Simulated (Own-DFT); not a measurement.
# A pressure from energies alone: monoclinic HfO2, 94 atoms (Hf32O62), with two O vacancies

These are calculations. Each geometry was run twice at fixed positions with Own-DFT, a retired in-house plane-wave program that no person has reviewed: with PBE, and with HSE06 (exact exchange share 0.25 at short range, screening 0.11 per bohr, Gygi-Baldereschi treatment of its divergence). Both used PseudoDojo norm-conserving files made for PBE, a cutoff of 48 hartree, the Gamma point alone, fixed occupations, a neutral cell and no spin. The unstrained cell is 10.1 Å across at its thinnest, so Gamma alone is coarse and defects feel their images. The hafnium file keeps the 4f electrons in the core, and its forces lie about 75 meV/Å off all-electron values. The oxygen file's force components were 24 meV/Å off all-electron values in a glass.

Unstrained cell vectors in Å: (10.234, 0.000, 0.000); (0.000, 10.350, 0.000); (-1.696, 0.000, 10.445), volume V0 = 1106.4 Å³, from measured lattice constants. Each geometry has its own random strain of a few per cent, its own defect sites and random moves of rms u per axis. HSE06 gave the energy alone. D is its energy less that of PBE, over the lowest D shown. The PBE stress wasn't checked against mesh or cutoff.

```
run,V - V0 (Å³),u (Å),P with PBE (GPa),D (eV)
1,37.3,0.0517,-2.26,1.895
2,-23.5,0.0487,11.71,0.389
3,11.3,0.0450,3.18,1.086
4,-16.1,0.0553,8.90,0.724
5,41.9,0.0513,-4.26,2.081
6,12.5,0.0505,3.63,1.300
7,-20.0,0.0282,9.05,0.290
8,-36.2,0.0310,12.13,0.000
9,-29.6,0.0510,13.28,0.194
10,3.3,0.0291,3.53,0.896
11,-4.6,0.0302,4.77,0.702
12,22.3,0.0512,0.02,1.553
13,42.4,0.0496,-3.87,2.000
14,-2.8,0.0297,4.83,?
```

## Fit

D = 0.71 + 0.0244 (V - V0) + 108 u² eV, with an error of 0.0007 on the volume slope, 23 on the last term and a scatter of 0.06 eV. Pressure is -dE/dV, and 1 eV/Å³ is 160.2 GPa, so HSE06 changes the pressure by -3.9 ± 0.1 GPa. With the ions held to the strained lattice, the PBE pressure falls by 255 ± 8 GPa per unit of volume strain; the shape of the strain isn't fitted, so the true error is larger, and a relaxed crystal would be softer. On that slope HSE06's volume at a given pressure is about 1.5 % smaller, or 0.5 % in lengths. At u = 0 and V0 the PBE pressure is 3.4 GPa, which puts the zero-pressure volume, against the measured cell and with the defects in, at +1.3 % for PBE and -0.2 % for HSE06, each good to a few tenths of a per cent.

## The run left out

The question: what D should run 14 give?

From the fit: 0.74 eV, with rows scattering by 0.06. Computed: 0.757 eV.
